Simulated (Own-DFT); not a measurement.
# Response to strain: wurtzite GaN, 72 atoms (Ga36N36)

Calculated results; nothing here was measured. They come from Own-DFT, an in-house plane-wave density functional program, since retired, whose code no person has reviewed. Each row is one single-point run on a periodic cell that was not relaxed, without spin or spin-orbit coupling.

Settings of every run: PBE; PseudoDojo norm-conserving scalar-relativistic files (stringent for Ga); cutoff 96 hartree; 4 x 4 x 3 k mesh centred on Gamma; Gaussian smearing of 0.01 eV.

Known limits: forces not confirmed at this smearing and k mesh; stress not checked against mesh or cutoff.

Unstrained cell vectors in Å: (9.567, 0.000, 0.000); (-4.784, 8.285, 0.000); (0.000, 0.000, 10.370). The unstrained cell has measured lattice constants (interpolated for alloys), not those of this functional. That, the random moves and any unrelaxed bonds set the pressure at no strain. Each run strains this cell uniformly, with the atoms carried along. Every atom was also moved at random, by a Gaussian of width 0.05 Å on each axis. Strain is the symmetric tensor, in per cent. Stress is positive in tension, and the pressure is minus a third of its trace.

```
run  e_xx (%)  e_yy (%)  e_zz (%)  s_xx (GPa)  s_yy (GPa)  s_zz (GPa)  P (GPa)  E (meV/atom)
  1      0.00      0.00      2.00       -4.90       -5.70        0.77     3.28           9.7
  2      0.00      0.00     -1.75       -8.50       -7.04      -16.50    10.68          19.5
  3      0.00      0.00      1.00       -5.70       -6.77       -2.63     5.03           9.0
  4      0.00      0.00     -1.50       -5.46       -7.72      -17.63    10.27          28.8
  5      0.00      0.00     -1.00       -6.15       -8.37      -11.75     8.76          10.9
  6      0.00      0.00      2.50       -5.45       -4.84        2.87     2.47          10.5
  7      0.00      0.00      0.50       -5.27       -6.62       -5.10     5.67           0.0
  8      0.00      0.00      3.00       -4.54       -4.88        4.96     1.49           0.1
  9      0.00      0.00      1.25           ?           ?           ?        ?             ?
```

E is the free energy for each atom above the lowest run shown.

## Worked fit

The change of volume is close to e_xx + e_yy + e_zz. A straight line through the runs shown gives P = 7.10 - 192 x (fractional change of volume) GPa, with an error of 6 on the slope and a scatter of 0.29 GPa. The strain isn't the same on all axes and the cell isn't cubic, so the slope belongs to this path and is not the bulk modulus.

## Withheld run

Question: what pressure should run 9 give? Its volume changes by 1.25 %.

The line gives 4.7 GPa. The calculation gave 4.76 GPa.
